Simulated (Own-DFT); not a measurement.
# A layer strained by its substrate: wurtzite AlGaN with randomly placed atoms, 72 atoms (Al27Ga9N36)

Calculated, not measured: single-point runs of Own-DFT, a retired in-house plane-wave DFT program that no person has reviewed, on unrelaxed cells, without spin or spin-orbit coupling.

Settings: PBE; PseudoDojo norm-conserving scalar-relativistic files; cutoff 42 hartree; 4 x 4 x 3 k mesh centred on Gamma; Fermi-Dirac smearing of 0.1 eV.

Caveats: forces on such cells passed a denser k mesh, each cell not checked; stress not checked against mesh or cutoff.

Unstrained cell vectors in Å: (9.394, 0.000, 0.000); (-4.697, 8.135, 0.000); (0.000, 0.000, 10.066). The unstrained cell has measured lattice constants (interpolated for alloys), not those of this functional. That, the random moves and any unrelaxed bonds set the pressure at no strain. Each run strains x and y alike by e, as a substrate would, and holds the height along z. All atoms carry random offsets, Gaussian with a width of 0.05 Å per axis. The random placing of the alloy's atoms differs from row to row. Stress is positive in tension.

| e (%) | u (Å) | (s_xx + s_yy)/2 (GPa) | s_zz (GPa) |
|---|---|---|---|
| -2.50 | 0.047 | -21.27 | -12.65 |
| -2.50 | 0.050 | -23.27 | -11.76 |
| -2.25 | 0.050 | -21.84 | -9.66 |
| -2.25 | 0.050 | -21.23 | -10.39 |
| 1.75 | 0.053 | 3.04 | -5.79 |
| 1.75 | 0.049 | 3.27 | -5.17 |
| 2.50 | 0.050 | 6.05 | -4.20 |
| 2.50 | 0.055 | 5.31 | -2.70 |
| 2.75 | 0.053 | ? | ? |
| 3.00 | 0.047 | 8.34 | -2.77 |
| 3.00 | 0.047 | 8.35 | -2.80 |

## Fit

With e as a fraction, the in-plane stress is -6.4 + 578 e - 3108 e² GPa (errors 11 and 1351, scatter 0.79), and s_zz is -7.6 + 153 e GPa (slope ± 12, scatter 0.88). At e = 0 the first slope is C11 + C12 and the second 2 C13, both with the ions held to the strained lattice and at the cell's own pressure. A free layer would change its height as e changes, and the in-plane slope would drop by 2 C13²/C33 to the biaxial modulus. At fixed height, a misfit of 1 % moves the in-plane stress by about 5.8 GPa and s_zz by 1.5 GPa.

## Withheld run

Question: what are the two stresses at e = 2.75 %?

The fitted form gives 7.2 and -3.3 GPa. The calculation gave 6.42 and -2.72 GPa.
